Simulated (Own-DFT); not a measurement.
## Calculated data, Hf₂₀Si₃₉ (HfSi2 crystal with one vacancy, atoms displaced)

A calculation, not a measurement: plane-wave density functional theory by an unreviewed code, no spin, of a simulated periodic cell, stress positive in tension, run twice, with PBE and with PBEsol, both on files made for PBE, so the change isn't that of files made for PBEsol, hafnium file: forces about 75 meV/angstrom off all-electron values; forces on such cells moved up to 12 meV/angstrom on a denser k mesh; the far tail of each file's local potential was reset to the Coulomb form; each entry is a single point on an unrelaxed cell, so the pressure reflects the starting lattice, taken from the Materials Project, from which strain is counted, and rises with the displacements; printed positions are rounded, which can move forces by about a meV/angstrom; the program, named Own-DFT, is a retired in-house code; no spin-orbit coupling; stress was not checked against mesh or cutoff. Program: Own-DFT development build.

Common to all runs: functional PBE, then PBEsol; potential files PseudoDojo norm-conserving, scalar-relativistic, standard set; wave cutoff 42 hartree; occupations cold (Marzari-Vanderbilt); smearing width 0.2 eV; k mesh 4 x 4 x 4 centred on Gamma.

(1) 
```xyz
59
Lattice="-7.2972 7.0724 -1.7824 3.6486 7.0873 5.7379 3.6486 3.5213 -8.4115" Properties=species:S:1:pos:R:3:PBE_force_x:R:1:PBE_force_y:R:1:PBE_force_z:R:1:PBEsol_force_x:R:1:PBEsol_force_y:R:1:PBEsol_force_z:R:1 formula=Hf20Si39 PBE_pressure=1.95 PBE_stress_xx=-2.07 PBE_stress_yy=-2.22 PBE_stress_zz=-1.54 PBE_stress_yz=0.29 PBE_stress_xz=0.34 PBE_stress_xy=0.08 PBEsol_pressure=-1.24 PBEsol_stress_xx=0.8 PBEsol_stress_yy=1.04 PBEsol_stress_zz=1.88 PBEsol_stress_yz=0.33 PBEsol_stress_xz=0.35 PBEsol_stress_xy=0.08 rms_change_of_force_components_from_PBE_to_PBEsol=0.025
Hf     0.9385    10.2707    -4.1446     -0.586      -0.66     -0.201     -0.576     -0.635     -0.161
Hf    -0.9386     3.9161     0.5896      0.361     -0.152      0.194      0.356      -0.16      0.155
Si     0.9228     7.9536    -5.7695     -0.092      0.095      0.301     -0.097      0.093       0.29
Si    -0.9116     6.2459     2.2116      0.014      -0.53      0.065      0.022      -0.53       0.07
Si     2.7608     8.6776    -2.9307      0.652      0.135      0.723      0.674      0.122      0.658
Si    -2.7422     5.4262    -0.5781     -0.568      0.604      -0.07     -0.564      0.604     -0.003
Hf     0.9138    13.7846    -5.1000      0.144     -0.361      0.589       0.14     -0.357      0.611
Hf    -0.9455     7.4098    -0.2733      0.194       0.35     -0.326      0.195      0.342     -0.354
Si    -2.7163     7.9591     1.7660     -0.337     -0.073     -0.026     -0.342     -0.071     -0.026
Si    -0.9798     9.6775     1.2705      0.695      0.337      0.348      0.706      0.337      0.336
Si     2.7515    12.1385    -3.9059      0.389      0.776     -0.066      0.398      0.741      -0.12
Si    -2.7155     9.0471    -1.4744     -0.851     -0.452      0.122      -0.85     -0.423      0.177
Hf    -2.7145    13.8237     2.3619     -0.431      -0.73      1.074      -0.42      -0.71      1.099
Hf    -0.9247    10.9316    -1.1604      0.705      0.719     -0.567      0.691      0.699     -0.596
Si    -2.6890    11.4560     0.8210     -0.498       0.31      0.227     -0.502      0.313       0.22
Si    -0.9362    13.2479     0.3972       0.14      0.078     -0.205      0.135       0.09     -0.203
Si    -0.9442    12.2339     3.6438      0.479     -0.447     -0.059      0.475     -0.448     -0.127
Si    -2.6752    12.5622    -2.3704     -1.055       0.61        0.3     -1.063       0.61      0.367
Hf     4.5378     6.7079    -3.2813      0.159     -0.194      0.209      0.163     -0.219      0.206
Hf    -4.5989     7.4493    -0.2846      0.581     -0.016     -0.074      0.571     -0.029     -0.102
Si    -2.7308    11.4533    -6.6388     -0.124      0.381      0.024     -0.126      0.387      0.018
Si    -0.9178    13.2499    -7.0780     -0.077      0.118     -0.319     -0.074      0.114     -0.305
Si    -0.9574    12.2119    -3.8542      0.895     -0.228     -0.505      0.894      -0.24     -0.571
Si     0.9293     1.9793     0.3120     -0.298     -0.143      0.078     -0.295     -0.122      0.135
Hf     4.6073    10.2557    -4.2017     -0.227     -0.557      0.381      -0.23     -0.522      0.366
Hf    -4.5633    11.0040    -1.2351      0.136     -0.223      0.514      0.136     -0.233      0.466
Si     0.9259     4.3920     2.6253      0.038      0.357      0.071      0.036      0.365      0.069
Si     2.7322     6.2136     2.1677      0.099     -0.201     -0.048      0.106     -0.202     -0.044
Si    -0.8739    15.7067    -4.7464     -0.991      0.662      0.674      -1.01      0.635      0.604
Si     0.8700     5.4978    -0.6051      0.549       0.07      0.235      0.545      0.085      0.288
Hf     0.9623    10.2359     3.3626     -0.981      0.078     -0.145     -0.965       0.09     -0.102
Hf     2.7391     7.4702    -0.2767     -0.158       -0.5     -0.776     -0.185     -0.526     -0.771
Si     0.9285     7.9274     1.7463          0      0.279      0.006     -0.001       0.28      0.006
Si     2.7022     9.7165     1.2962      0.238      0.209     -0.196      0.233      0.211     -0.187
Si     2.7437     8.6591     4.5550      0.117      0.164     -0.076       0.11      0.146     -0.137
Si     0.8945     9.0081    -1.4955      0.537       0.01      0.249      0.535      0.026      0.312
Hf    -2.8037     6.6962    -3.3065       0.88     -0.055      0.517       0.87     -0.047      0.545
Hf     2.7280    10.9928    -1.2032     -0.094     -0.463      0.021     -0.123     -0.429     -0.002
Si     0.9379    11.5455     0.8406      -0.24     -0.554      0.092      -0.25     -0.561       0.09
Si    -0.9084     6.1183    -5.3328      0.094      0.458      0.176      0.098      0.461      0.164
Si    -0.9584     5.1469    -2.0903      0.348     -0.232     -0.331      0.346     -0.244      -0.39
Si     0.9407    12.5306    -2.4311     -0.515      0.415      0.588      -0.51      0.421      0.644
Hf    -2.7466    10.2241    -4.1289       0.36      -0.07     -0.243      0.355     -0.052     -0.195
Hf    -0.9532     7.4478    -7.7592      0.336     -0.484     -0.584      0.333     -0.482     -0.606
Si    -2.7333     7.9113    -5.7520     -0.115      0.333     -0.012     -0.119      0.331     -0.018
Si    -0.9073     9.7512    -6.2164     -0.065     -0.283      0.268     -0.066      -0.29      0.264
Si    -0.9144     8.6520    -2.9354     -0.231     -0.211     -0.609     -0.231     -0.226     -0.669
Si    -2.7222     9.0241    -8.9797     -0.625     -0.091     -0.069     -0.617     -0.072      0.007
Hf     0.8930     3.1700    -2.3865     -0.125     -0.096      0.129     -0.121     -0.084      0.169
Hf    -0.9152    14.5275    -2.0081      0.529      0.001     -1.119      0.549     -0.034     -1.117
Si     4.5558     8.0049     1.7107     -0.003      0.068     -0.029      0.003      0.058     -0.017
Si    -4.5705     9.7869    -6.2033      0.086     -0.644     -0.157      0.092     -0.651     -0.141
Si    -4.5626     8.6149    -3.0034      -0.09      0.585      0.037     -0.085       0.56     -0.023
Hf     0.9091     6.6928    -3.2345      0.223      0.068     -0.564      0.221      0.076     -0.514
Hf     2.7410     3.9026    -6.9107      0.516     -0.205     -0.356      0.538     -0.172     -0.368
Si     0.9480     4.3948    -4.8998     -0.395      0.011      0.069     -0.397      0.017       0.07
Si     2.7596     6.2099    -5.3310     -0.213     -0.209      0.115     -0.207     -0.215      0.115
Si     2.7375     5.0397    -2.0570     -0.058       0.89     -0.301     -0.052      0.856     -0.346
Si     0.9321     5.4594    -8.0365     -0.451     -0.108     -0.363     -0.449     -0.087     -0.309
```

Units: PBE_pressure, PBE_stress_xx, PBE_stress_yy, PBE_stress_zz, PBE_stress_yz, PBE_stress_xz, PBE_stress_xy, PBEsol_pressure, PBEsol_stress_xx, PBEsol_stress_yy, PBEsol_stress_zz, PBEsol_stress_yz, PBEsol_stress_xz, PBEsol_stress_xy in GPa; rms_change_of_force_components_from_PBE_to_PBEsol, PBE_force_x, PBE_force_y, PBE_force_z, PBEsol_force_x, PBEsol_force_y, PBEsol_force_z in eV/Å.

(2) 
```xyz
59
Lattice="-7.2972 7.0724 -1.7824 3.6486 7.0873 5.7379 3.6486 3.5213 -8.4115" Properties=species:S:1:pos:R:3:PBE_force_x:R:1:PBE_force_y:R:1:PBE_force_z:R:1:PBEsol_force_x:R:1:PBEsol_force_y:R:1:PBEsol_force_z:R:1 formula=Hf20Si39 PBE_pressure=1.82 PBE_stress_xx=-2.06 PBE_stress_yy=-2.45 PBE_stress_zz=-0.96 PBE_stress_yz=0.21 PBE_stress_xz=-0.17 PBE_stress_xy=-0.12 PBEsol_pressure=-1.36 PBEsol_stress_xx=0.82 PBEsol_stress_yy=0.81 PBEsol_stress_zz=2.46 PBEsol_stress_yz=0.26 PBEsol_stress_xz=-0.17 PBEsol_stress_xy=-0.12 rms_change_of_force_components_from_PBE_to_PBEsol=0.025
Hf     0.9078    10.3136    -4.1973       0.13     -1.133      0.821      0.126     -1.108      0.836
Hf    -0.9277     3.9517     0.6036     -0.001       -0.6     -0.096      0.006     -0.601     -0.125
Si     0.9162     7.9539    -5.7659     -0.069      0.037      0.053     -0.063      0.036      0.044
Si     2.7494     9.6990    -6.1498      -0.12      0.236     -0.508     -0.128      0.246     -0.499
Si     2.7403     8.6524    -2.9699      -0.47     -0.027      0.005     -0.463     -0.039      -0.05
Si    -2.7275     5.4932    -0.5864     -0.812      0.173     -0.973     -0.837      0.182     -0.895
Hf     0.8657    13.7294    -5.0826      0.513      0.561      0.479      0.473      0.526      0.499
Hf    -0.8847     7.4844    -0.2656     -0.692     -0.548     -0.381     -0.677     -0.551     -0.415
Si     0.8699    11.4591    -6.6329      0.264      0.278     -0.414      0.266      0.281     -0.403
Si    -0.8937     9.6813     1.3174     -0.097      0.589      0.177     -0.104      0.576      0.167
Si     2.7844    12.1571    -3.9185     -0.387      0.905      0.095     -0.392      0.869      0.039
Si    -2.7588     9.0681    -1.5267      0.072     -0.466      0.763      0.067     -0.435      0.819
Hf    -2.7076    13.7972     2.5089      -0.38     -0.266      -0.38     -0.404     -0.228     -0.364
Hf    -0.9664    11.0103    -1.1883      0.642     -0.089     -0.077      0.637     -0.102      -0.12
Si    -2.7329    11.4822     0.9037      0.203      0.203     -0.073      0.214      0.195     -0.075
Si    -0.8773    13.2867     0.3949     -0.359     -0.178      0.327     -0.364     -0.178      0.312
Si    -2.7369    12.6059    -2.3925      0.052     -0.361      0.431      0.065     -0.338      0.491
Hf     4.5633     6.6896    -3.2894      0.106      0.221     -0.015      0.109      0.226      0.024
Hf    -4.5611     7.4208    -0.2661      0.077      0.515     -0.573      0.072      0.529     -0.565
Si    -2.7176    11.4996    -6.6733     -0.051     -0.242      0.099      -0.04     -0.246      0.094
Si    -4.5410     9.7593     1.2997     -0.182     -0.316     -0.109     -0.185     -0.313     -0.104
Si    -0.8894    12.2057    -3.8743     -0.406     -0.054      -0.15     -0.402     -0.068     -0.209
Si     0.8992     1.9699     0.3272      0.147     -0.062     -0.256       0.15      -0.05     -0.206
Hf     4.5671    10.1989    -4.1580      0.191      0.215     -0.307      0.186      0.223     -0.261
Hf    -4.5891    10.9698    -1.2031      0.222      0.253     -0.068      0.223      0.247     -0.107
Si     0.8480     4.4226     2.5953      0.582      0.049      0.465      0.588      0.044      0.453
Si     2.8023     6.1180     2.1626     -0.235      0.507       0.53      -0.24      0.511      0.516
Si    -0.9228    15.7496    -4.7347      0.725     -0.361     -0.223      0.722     -0.371     -0.287
Si     0.8803     5.4972    -0.5992      0.715       0.14      0.249      0.713      0.152      0.307
Hf     0.9455    10.2483     3.3279     -0.172      0.047      0.414     -0.142      0.021      0.435
Hf     2.7355     7.4405    -0.2696        0.1      0.293       -0.4      0.099      0.279     -0.431
Si     0.9026     7.9331     1.7190      0.283      0.161      0.614      0.289      0.153        0.6
Si     2.7694     9.6887     1.3541     -0.233       0.38      -0.28     -0.243      0.391     -0.273
Si     2.7134     8.6367     4.5087       0.41      0.127     -0.185      0.409      0.109     -0.236
Si     0.9000     9.0599    -1.4403      0.293      0.136       -0.1      0.292      0.147     -0.034
Hf    -2.7458     6.7006    -3.3173      0.571     -0.061      0.649       0.59     -0.021      0.644
Hf     2.7838    10.9717    -1.1617     -0.548      0.366     -0.289     -0.535      0.348     -0.331
Si     0.8744    11.5104     0.8401      0.246     -0.077      0.282      0.259     -0.084      0.273
Si    -0.9074     6.2508    -5.3385     -0.174     -0.386      -0.07     -0.179     -0.391     -0.064
Si    -0.9218     5.1305    -2.0512     -0.459      0.005     -0.325     -0.451     -0.015     -0.391
Si     0.9123    12.6281    -2.3685      0.461     -0.786       0.17      0.464     -0.752      0.216
Hf    -2.6969    10.2322    -4.1356     -0.453      0.238     -0.614     -0.452      0.243     -0.563
Hf    -0.9235     7.4866    -7.8511      0.545     -0.863      0.447      0.541     -0.869       0.46
Si    -2.7483     7.9806    -5.7819      0.095     -0.048     -0.033      0.101     -0.046     -0.033
Si    -0.8806     9.7120    -6.2305     -0.283      0.011      0.211     -0.287      0.009        0.2
Si    -0.9233     8.6904    -2.9487      0.452     -0.411     -0.328      0.447     -0.419     -0.388
Si    -2.6956     8.9604    -9.0176      0.095      0.354     -1.175      0.125       0.36     -1.105
Hf     0.9041     3.1858    -2.3390      0.084     -0.242     -0.216       0.08     -0.233     -0.186
Hf    -0.9185    14.4819    -2.1261     -0.035      1.065      0.639     -0.032      1.037      0.594
Si     4.6035     8.0164     1.7489     -0.271     -0.565      0.271     -0.277     -0.577      0.272
Si    -4.6056     9.7265    -6.1714      0.492      0.201     -0.431      0.498       0.21     -0.421
Si    -4.5298     8.6223    -3.0187     -0.595     -0.063      0.224     -0.602     -0.072      0.164
Si     4.5907     9.0612    -1.4996     -0.615     -0.363      0.452     -0.613     -0.337      0.508
Hf     0.8709     6.6723    -3.2452      0.553      0.534     -0.251      0.546      0.534     -0.213
Hf     2.7517     3.9131    -6.9715      0.019     -0.372      0.808      0.013     -0.374       0.76
Si     0.9311     4.4509    -4.8637     -0.167     -0.195      -0.04      -0.18     -0.193     -0.041
Si     2.7675     6.1527    -5.3350     -0.298      0.132      0.119     -0.298      0.134      0.113
Si     2.7813     5.1198    -2.0415     -0.694      -0.05     -0.395     -0.699     -0.068      -0.45
Si     0.9158     5.4774    -8.0936     -0.084      0.249     -0.059     -0.081      0.261      0.001
```

Units: PBE_pressure, PBE_stress_xx, PBE_stress_yy, PBE_stress_zz, PBE_stress_yz, PBE_stress_xz, PBE_stress_xy, PBEsol_pressure, PBEsol_stress_xx, PBEsol_stress_yy, PBEsol_stress_zz, PBEsol_stress_yz, PBEsol_stress_xz, PBEsol_stress_xy in GPa; rms_change_of_force_components_from_PBE_to_PBEsol, PBE_force_x, PBE_force_y, PBE_force_z, PBEsol_force_x, PBEsol_force_y, PBEsol_force_z in eV/Å.

(3) 
```xyz
59
Lattice="-7.2972 7.0724 -1.7824 3.6486 7.0873 5.7379 3.6486 3.5213 -8.4115" Properties=species:S:1:pos:R:3:PBE_force_x:R:1:PBE_force_y:R:1:PBE_force_z:R:1:PBEsol_force_x:R:1:PBEsol_force_y:R:1:PBEsol_force_z:R:1 formula=Hf20Si39 PBE_pressure=2.28 PBE_stress_xx=-2.02 PBE_stress_yy=-2.87 PBE_stress_zz=-1.97 PBE_stress_yz=0.08 PBE_stress_xz=0.13 PBE_stress_xy=0.13 PBEsol_pressure=-0.91 PBEsol_stress_xx=0.86 PBEsol_stress_yy=0.44 PBEsol_stress_zz=1.45 PBEsol_stress_yz=0.11 PBEsol_stress_xz=0.13 PBEsol_stress_xy=0.13 rms_change_of_force_components_from_PBE_to_PBEsol=0.026
Hf     0.9687    10.2028    -4.1264     -1.281      0.351     -0.343     -1.261      0.362     -0.303
Hf    -0.9064     3.8976     0.5970     -0.082      0.603      0.148     -0.083      0.582      0.112
Si     0.9021     7.9588    -5.7841       0.18     -0.089      0.275      0.174     -0.095      0.268
Si     2.7156     9.6981    -6.1394      0.214      0.122      -0.78      0.217      0.131     -0.758
Si     2.7010     8.6904    -2.9299      0.487     -0.717     -0.118      0.479     -0.719     -0.181
Si    -2.7495     5.4779    -0.6210      0.236      0.123      0.463      0.242       0.14      0.522
Hf     0.8933    13.7641    -5.0695      0.341      0.112      0.519      0.335      0.118      0.536
Hf    -0.9027     7.4455    -0.3029     -0.271     -0.042      0.336      -0.27     -0.047      0.285
Si     0.8971    11.4893    -6.6210      0.254     -0.091     -0.314      0.256     -0.084     -0.308
Si    -0.9627     9.7845     1.2764      0.276      -0.59      0.192      0.286     -0.601      0.193
Si     2.7306    12.1612    -3.8280     -0.001      0.594     -0.248          0      0.559     -0.308
Si    -2.7556     9.0029    -1.5288      0.088      0.457       0.52      0.082      0.465      0.581
Hf    -2.7636    13.7930     2.4660      0.393     -0.173       0.13      0.389     -0.164      0.161
Hf    -0.8644    10.9826    -1.1899     -0.992       0.15      0.218     -0.979      0.139      0.186
Si    -2.7235    11.5040     0.9098     -0.189      0.106     -0.467       -0.2      0.115     -0.458
Si    -0.9014    13.2762     0.4351     -0.001      0.254     -0.114      0.002      0.261     -0.118
Si    -0.8877    12.2000     3.6410     -0.605      0.013     -0.103     -0.609          0     -0.167
Si    -2.6930    12.5540    -2.3976     -0.527     -0.063       0.41     -0.526     -0.044      0.467
Hf     4.5955     6.6931    -3.2335     -0.553      0.451     -0.458     -0.543      0.451     -0.413
Hf    -4.5640     7.4862    -0.3002      0.148     -0.308     -0.026      0.148     -0.317     -0.053
Si    -2.7570    11.4452    -6.7061      0.077      0.264      0.541      0.067      0.251      0.526
Si    -0.9194    13.2641    -7.0993     -0.251     -0.226      -0.04     -0.245     -0.226     -0.037
Si    -0.9255    12.1681    -3.8822      0.336     -0.202     -0.314      0.333     -0.214     -0.378
Si     0.8574     1.9777     0.2740      0.954     -0.114      0.199      0.951     -0.096      0.256
Hf     4.5249    10.2552    -4.1497      0.469     -0.332     -0.167      0.458     -0.316     -0.132
Hf    -4.5387    10.9774    -1.1763     -0.137      0.178     -0.123     -0.142       0.17     -0.153
Si     0.9343     4.4444     2.6154     -0.136     -0.091      0.356     -0.138     -0.094      0.343
Si     2.7399     6.2382     2.1493      0.224     -0.176      0.394       0.23     -0.187      0.388
Si    -0.9237    15.7239    -4.7931     -0.056      0.169      0.208     -0.057      0.149       0.15
Si     0.9746     5.5462    -0.6096      -0.94     -0.712       0.27     -0.944     -0.682       0.32
Hf     0.9134    10.2287     3.3184     -0.254     -0.099      0.661     -0.243     -0.082      0.684
Hf     2.7474     7.4351    -0.2891      0.086      0.552     -0.313      0.077      0.535     -0.336
Si     0.9670     7.9440     1.7165     -0.601      0.161      0.276     -0.613      0.167      0.265
Si     2.7263     9.7594     1.3192      0.266      -0.17     -0.158       0.27     -0.164     -0.152
Si     2.7332     8.6578     4.5302     -0.208     -0.032     -0.229     -0.209     -0.047     -0.291
Si     0.8904     9.0838    -1.4492      -0.05     -0.806       0.08      -0.06     -0.776      0.131
Hf    -2.7194     6.7203    -3.2602     -0.507     -0.768      0.069     -0.499     -0.746      0.106
Hf     2.6870    10.9806    -1.1367      0.251      0.661     -0.499      0.245       0.64     -0.537
Si     0.8812    11.5094     0.9352      0.187      0.038     -0.564      0.192      0.037     -0.553
Si    -0.9106     6.1849    -5.3335     -0.078     -0.004      0.359     -0.082     -0.005      0.352
Si    -0.9225     5.0829    -2.1137      0.179      0.262      0.135      0.187      0.243       0.08
Si     0.8677    12.5578    -2.4081      0.621      0.256      0.428      0.611      0.267      0.491
Hf    -2.7311    10.2187    -4.2130      0.151      0.428      0.539      0.176      0.436      0.606
Hf    -0.9586     7.4700    -7.7311       0.52     -0.521     -1.306      0.518     -0.523     -1.317
Si    -2.6742     7.9979    -5.7168     -0.713     -0.354     -0.288     -0.716     -0.344      -0.28
Si    -0.9308     9.7481    -6.2350      0.197     -0.001      0.214      0.189     -0.007      0.211
Si    -0.9827     8.6030    -2.9743      1.346      0.696     -0.337      1.347      0.663     -0.391
Si    -2.7527     9.0642    -8.9978     -0.211     -0.204      0.317     -0.197     -0.183      0.362
Hf     0.8781     3.1779    -2.3888      0.071     -0.156      0.036      0.042     -0.137      0.108
Hf    -0.9066    14.4911    -2.0319      0.013      0.298     -0.344      0.012       0.24     -0.401
Si     4.5705     7.9652     1.7314      0.153      0.253      0.226      0.161      0.259      0.218
Si    -4.5537     8.6676    -3.0318      -0.54      0.084      -0.33      -0.54      0.067     -0.376
Si     4.5285     9.0799    -1.4709      0.802     -0.273      0.497      0.789     -0.254      0.543
Hf     0.8945     6.6989    -3.2538      0.096      0.368     -0.102      0.094      0.369     -0.063
Hf     2.7176     3.9654    -6.8640      -0.06     -0.427     -0.881     -0.056     -0.399     -0.942
Si     0.9086     4.4553    -4.8796     -0.078     -0.376      0.303     -0.072     -0.387        0.3
Si     2.7362     6.1228    -5.2558      0.084      0.581     -0.218      0.086      0.581     -0.219
Si     2.7383     5.1177    -2.0933      0.201     -0.544     -0.465      0.206     -0.549     -0.517
Si     0.9315     5.4902    -8.1129     -0.584      0.076       0.33     -0.571       0.09       0.39
```

Units: PBE_pressure, PBE_stress_xx, PBE_stress_yy, PBE_stress_zz, PBE_stress_yz, PBE_stress_xz, PBE_stress_xy, PBEsol_pressure, PBEsol_stress_xx, PBEsol_stress_yy, PBEsol_stress_zz, PBEsol_stress_yz, PBEsol_stress_xz, PBEsol_stress_xy in GPa; rms_change_of_force_components_from_PBE_to_PBEsol, PBE_force_x, PBE_force_y, PBE_force_z, PBEsol_force_x, PBEsol_force_y, PBEsol_force_z in eV/Å.
